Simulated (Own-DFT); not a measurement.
# How strain changes the stress of wurtzite AlGaN with randomly placed atoms, 72 atoms (Al27Ga9N36)

Calculated results; nothing here was measured. They come from Own-DFT, an in-house plane-wave density functional program, since retired, whose code no person has reviewed. Each row is one single-point run on a periodic cell that was not relaxed, without spin or spin-orbit coupling.

Settings of every run: PBE; PseudoDojo norm-conserving scalar-relativistic files; cutoff 42 hartree; 4 x 4 x 3 k mesh centred on Gamma; Fermi-Dirac smearing of 0.1 eV.

Known limits: forces on such cells passed a denser k mesh, each cell not checked; stress not checked against mesh or cutoff.

Unstrained cell vectors in Å: (9.394, 0.000, 0.000); (-4.697, 8.135, 0.000); (0.000, 0.000, 10.066). The unstrained cell has measured lattice constants (interpolated for alloys), not those of this functional. That, the random moves and any unrelaxed bonds set the pressure at no strain. Each run strains this cell uniformly, with the atoms carried along. Every atom was also moved at random, by a Gaussian of width 0.05 Å on each axis. The random placing of the alloy's atoms differs from row to row. Strain is the symmetric tensor, in per cent. Stress is positive in tension, and the pressure is minus a third of its trace.

| run | e_xx (%) | e_yy (%) | e_zz (%) | s_xx (GPa) | s_yy (GPa) | s_zz (GPa) | P (GPa) | E (meV/atom) |
|---|---|---|---|---|---|---|---|---|
| 1 | 0.50 | 0.50 | 0.00 | -3.06 | -2.78 | -7.79 | 4.54 | 2.1 |
| 2 | -2.75 | -2.75 | 0.00 | -23.19 | -25.57 | -12.55 | 20.44 | 74.5 |
| 3 | 1.25 | 1.25 | 0.00 | -1.24 | -0.09 | -5.05 | 2.13 | 23.2 |
| 4 | -0.50 | -0.50 | 0.00 | -10.38 | -7.34 | -7.90 | 8.54 | 10.6 |
| 5 | 3.00 | 3.00 | 0.00 | 8.40 | 9.01 | -2.90 | -4.84 | 0.0 |
| 6 | -2.25 | -2.25 | 0.00 | -19.03 | -23.44 | -10.39 | 17.62 | 57.1 |
| 7 | -1.50 | -1.50 | 0.00 | -15.40 | -16.76 | -8.58 | 13.58 | 28.2 |
| 8 | 2.50 | 2.50 | 0.00 | 7.27 | 5.21 | -3.77 | -2.90 | 4.7 |
| 9 | 1.00 | 1.00 | 0.00 | ? | ? | ? | ? | ? |

E is the free energy for each atom above the lowest run shown.

## Worked fit

The change of volume is close to e_xx + e_yy + e_zz. A straight line through the runs shown gives P = 7.61 - 216 x (fractional change of volume) GPa, with an error of 8 on the slope and a scatter of 0.88 GPa. The strain isn't the same on all axes and the cell isn't cubic, so the slope belongs to this path and is not the bulk modulus.

## Withheld run

Question: what pressure should run 9 give? Its volume changes by 2.01 %.

The line gives 3.3 GPa. The calculation gave 2.94 GPa.
